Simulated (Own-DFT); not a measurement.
# One host, several defects: C11b WSi2

Source: density functional calculations with Own-DFT, an unreviewed in-house program that is no longer used. Nothing was measured or relaxed, and spin and spin-orbit coupling are left out.

Settings: PBE; PseudoDojo norm-conserving scalar-relativistic files; cutoff 50 hartree; 5 x 5 x 5 k mesh centred on Gamma; cold (Marzari-Vanderbilt) smearing of 0.2 eV.

Limits: forces on such cells failed a check on a denser k mesh; stress not checked against mesh or cutoff.

All runs share one cell, with vectors in Å (-2.148, -5.953, 3.409); (-6.444, 2.976, 1.136); (-2.553, -2.948, -6.757) and a volume of 403.2 Å³. u is the rms random offset of the atoms per axis. The defect's site can differ from row to row.

| cell | formula | u (Å) | P (GPa) |
|---|---|---|---|
| no defect | Si20W10 | 0.0218 | 4.64 |
| no defect | Si20W10 | 0.0469 | 5.68 |
| no defect | Si20W10 | 0.0581 | 6.67 |
| one W vacancy | Si20W9 | 0.0289 | 2.97 |
| one W vacancy | Si20W9 | 0.0394 | 4.39 |
| one W vacancy | Si20W9 | 0.0557 | 4.37 |
| one Si vacancy | Si19W10 | 0.0291 | 3.43 |
| one Si vacancy | Si19W10 | 0.0429 | 3.98 |
| one Si vacancy | Si19W10 | 0.0478 | 4.81 |
| one W on a Si site | Si19W11 | 0.0278 | ? |
| one W on a Si site | Si19W11 | 0.0314 | 9.67 |
| one W on a Si site | Si19W11 | 0.0469 | 11.27 |
| one W on a Si site | Si19W11 | 0.0475 | 11.20 |
| one Si on a W site | Si21W9 | 0.0309 | 6.09 |
| one Si on a W site | Si21W9 | 0.0486 | 7.38 |
| one Si on a W site | Si21W9 | 0.0539 | 7.99 |

## Analysis

P = P0 + c u² + a shift for each defect gives P0 = 4.11 GPa, c = 770 ± 114 GPa/Å² and a scatter of 0.38 GPa. The shifts, and each times the cell's volume:

- one W on a Si site: 5.20 ± 0.31 GPa, 13.1 eV
- one Si on a W site: 1.45 ± 0.31 GPa, 3.6 eV
- one Si vacancy: -1.32 ± 0.31 GPa, -3.3 eV
- one W vacancy: -1.61 ± 0.31 GPa, -4.1 eV

A positive shift means that the defect pushes the cell outwards. Shift times volume (160.2 GPa Å³ is 1 eV) depends little on the cell's size, so, taken for each site, it can be compared between cells at like pressure. The atoms around the defects weren't relaxed, which would change these numbers.

## Check

Q: what pressure belongs in the blank (one W on a Si site, u = 0.0278 Å)?

Estimate: 9.91 ± 0.45 GPa. Computed: 9.69 GPa.
